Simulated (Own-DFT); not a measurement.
# Response to strain: 4H SiC, 32 atoms (C16Si16)

Calculated results; nothing here was measured. They come from Own-DFT, an in-house plane-wave density functional program, since retired, whose code no person has reviewed. Each row is one single-point run on a periodic cell that was not relaxed, without spin or spin-orbit coupling.

Settings of every run: PBE; PseudoDojo norm-conserving scalar-relativistic files; cutoff 42 hartree; 5 x 5 x 3 k mesh centred on Gamma; Fermi-Dirac smearing of 0.1 eV.

Known limits: forces on such cells passed a denser k mesh, each cell not checked; stress not checked against mesh or cutoff.

Unstrained cell vectors in Å: (6.165, 0.000, 0.000); (-3.083, 5.339, 0.000); (0.000, 0.000, 10.068). The unstrained cell has measured lattice constants (interpolated for alloys), not those of this functional. That, the random moves and any unrelaxed bonds set the pressure at no strain. Each run strains this cell uniformly, with the atoms carried along. Every atom was also moved at random, by a Gaussian of width 0.05 Å on each axis. Strain is the symmetric tensor, in per cent. Stress is positive in tension, and the pressure is minus a third of its trace.

| run | e_xx (%) | e_yy (%) | e_zz (%) | e_yz (%) | e_xz (%) | e_xy (%) | s_xx (GPa) | s_yy (GPa) | s_zz (GPa) | s_yz (GPa) | s_xz (GPa) | s_xy (GPa) | P (GPa) | E (meV/atom) |
|---|---|---|---|---|---|---|---|---|---|---|---|---|---|---|
| 1 | 1.57 | 0.27 | -0.90 | 1.37 | -0.99 | -1.87 | 1.88 | -3.02 | -12.30 | 3.54 | -4.26 | -9.10 | 4.48 | 53.5 |
| 2 | 1.63 | 1.97 | -0.90 | -0.80 | 1.06 | 1.84 | 4.30 | 6.25 | -10.34 | -2.06 | 3.55 | 6.75 | -0.07 | 25.6 |
| 3 | -0.38 | 1.56 | -0.44 | -1.45 | 1.53 | 1.54 | -8.77 | 2.44 | -5.60 | -5.10 | 5.23 | 6.79 | 3.97 | 34.7 |
| 4 | -0.48 | 0.07 | 0.21 | 0.91 | 0.34 | 0.10 | -7.76 | -2.44 | -5.76 | 2.43 | 0.26 | 1.88 | 5.32 | 0.0 |
| 5 | -1.62 | 1.49 | 0.11 | -0.93 | 0.73 | -1.48 | -11.51 | 2.69 | -7.45 | -4.29 | 0.76 | -7.33 | 5.42 | 20.9 |
| 6 | -1.89 | 1.28 | -0.77 | -1.81 | -1.41 | 1.53 | -13.18 | -2.33 | -10.25 | -7.21 | -5.61 | 5.07 | 8.59 | 33.4 |
| 7 | -0.94 | 1.37 | 1.25 | 0.65 | -1.84 | -0.23 | -9.30 | 3.39 | 0.65 | 2.39 | -5.25 | -1.67 | 1.75 | 8.8 |
| 8 | -0.53 | -1.79 | 1.43 | -1.83 | -1.82 | 0.77 | -6.27 | -18.46 | 0.53 | -6.47 | -5.56 | 5.30 | 8.07 | 41.5 |
| 9 | -0.54 | 1.06 | -1.87 | 1.23 | -1.90 | -0.24 | -6.76 | -0.58 | -21.32 | 4.61 | -6.85 | 0.38 | 9.56 | 52.6 |
| 10 | -1.57 | 1.88 | 1.45 | 0.36 | 1.14 | 1.28 | -11.15 | 5.53 | -0.40 | 0.70 | 4.76 | 4.45 | 2.01 | 41.6 |
| 11 | 1.20 | 0.83 | -0.54 | 0.36 | 1.73 | -1.44 | -2.35 | 0.49 | -6.04 | 1.46 | 7.00 | -6.90 | 2.64 | 31.3 |
| 12 | -1.88 | -0.33 | -1.07 | 1.28 | -0.28 | -1.66 | -18.34 | -10.45 | -15.28 | 5.52 | -0.85 | -11.70 | 14.69 | 65.8 |
| 13 | 1.37 | 1.89 | -1.98 | -0.06 | -0.37 | -0.55 | 2.39 | 3.82 | -15.66 | -0.54 | -2.31 | -2.19 | 3.15 | 43.5 |
| 14 | -1.91 | 1.06 | 0.16 | -1.74 | 1.14 | 0.37 | -15.59 | 1.29 | -6.77 | -5.56 | 3.45 | 0.33 | 7.02 | 11.3 |
| 15 | 1.91 | 1.73 | 0.41 | -0.95 | 0.35 | -1.62 | 7.50 | 6.59 | -3.15 | -2.43 | 2.18 | -4.73 | -3.65 | 3.1 |
| 16 | 0.36 | -1.26 | 1.23 | 0.85 | 1.81 | -0.36 | ? | ? | ? | ? | ? | ? | ? | ? |

E is the free energy for each atom above the lowest run shown.

## Worked fit

Each stress component was fitted by least squares to a constant and the strains of the runs shown, as fractions, with shears doubled. Shear strains stay in the fit of a normal stress only where such slopes are resolved. The slopes, in GPa:

```
stress,at no strain,per e_xx,per e_yy,per e_zz,scatter
s_xx,-5.4,523 ± 37,69 ± 50,77 ± 49,1.87
s_yy,-5.9,74 ± 32,625 ± 44,91 ± 43,1.64
s_zz,-6.8,80 ± 39,51 ± 53,592 ± 52,1.99
```

Each shear stress against twice its own strain: yz 173 ± 12, xz 172 ± 11, xy 222 ± 22 GPa. These are stiffnesses along x, y and z of the frame in which the cell vectors are given, which need not be the crystal's axes. The atoms are held to the strained lattice; where symmetry lets them move under strain, relaxing them would lower some slopes. The table should be nearly symmetric about its diagonal, and what it lacks of that shows the noise. A ninth of its sum, 242 ± 8 GPa, estimates the bulk modulus near the mean pressure of these runs, 4.9 GPa, so it lies above the value at zero pressure.

## Withheld run

Question: what normal stresses and pressure should run 16 give?

The fit gives s_xx = -3.4, s_yy = -12.3, s_zz = 0.1 and P = 5.2 GPa. The calculation gave -3.13, -12.23, 2.27 and P = 4.36 GPa.
